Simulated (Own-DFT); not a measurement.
# Which defects push the lattice out? C40 NbSi2

No measurement is shown. These are fixed-geometry runs of a retired plane-wave code named Own-DFT, which no person has reviewed; spin and spin-orbit coupling are neglected.

Method: PBE; PseudoDojo norm-conserving scalar-relativistic files; cutoff 42 hartree; 4 x 4 x 5 k mesh centred on Gamma; cold (Marzari-Vanderbilt) smearing of 0.2 eV.

Keep in mind: forces on such cells failed a check on a denser k mesh; stress not checked against mesh or cutoff.

All runs share one cell, with vectors in Å (0.000, 8.324, 0.000); (-9.613, 0.000, 0.000); (0.000, 0.000, 6.586) and a volume of 527.0 Å³. The atoms are randomly displaced, by u rms on each axis. The defect's site can differ from row to row.

| cell | formula | u (Å) | P (GPa) |
|---|---|---|---|
| no defect | Nb12Si24 | 0.0222 | 1.56 |
| no defect | Nb12Si24 | 0.0478 | 2.44 |
| no defect | Nb12Si24 | 0.0519 | 2.79 |
| two Si on a Nb site each | Nb10Si26 | 0.0283 | 1.62 |
| two Si on a Nb site each | Nb10Si26 | 0.0318 | 1.59 |
| two Si on a Nb site each | Nb10Si26 | 0.0476 | 2.47 |
| two Si on a Nb site each | Nb10Si26 | 0.0485 | ? |
| two Nb on a Si site each | Nb14Si22 | 0.0284 | 7.55 |
| two Nb on a Si site each | Nb14Si22 | 0.0318 | 7.80 |
| two Nb on a Si site each | Nb14Si22 | 0.0542 | 8.55 |
| one Si vacancy | Nb12Si23 | 0.0278 | 0.94 |
| one Si vacancy | Nb12Si23 | 0.0467 | 1.76 |
| one Si vacancy | Nb12Si23 | 0.0527 | 2.20 |
| two Nb vacancies | Nb10Si24 | 0.0293 | -0.02 |
| two Nb vacancies | Nb10Si24 | 0.0524 | 0.72 |
| two Nb vacancies | Nb10Si24 | 0.0535 | 0.79 |

## Analysis

P = P0 + c u² + a shift for each defect gives P0 = 1.33 GPa, c = 508 ± 36 GPa/Å² and a scatter of 0.12 GPa. The shifts, and each times the cell's volume:

- two Nb on a Si site each: 5.83 ± 0.10 GPa, 19.2 eV (9.6 eV for each of its 2 sites)
- two Si on a Nb site each: -0.13 ± 0.10 GPa, -0.4 eV (-0.2 eV for each of its 2 sites) (not resolved)
- one Si vacancy: -0.67 ± 0.10 GPa, -2.2 eV
- two Nb vacancies: -1.93 ± 0.10 GPa, -6.4 eV (-3.2 eV for each of its 2 sites)

Positive is outwards. The product with the volume (160.2 GPa Å³ to the eV) is nearly free of the cell's size; divided by the bulk modulus at the cell's pressure it gives the volume that the defect adds. The atoms around the defects weren't relaxed, which would change these numbers.

## Check

Question: what pressure belongs in the blank (two Si on a Nb site each, u = 0.0485 Å)?

The fitted form gives 2.40 ± 0.14 GPa. Computed: 2.35 GPa.
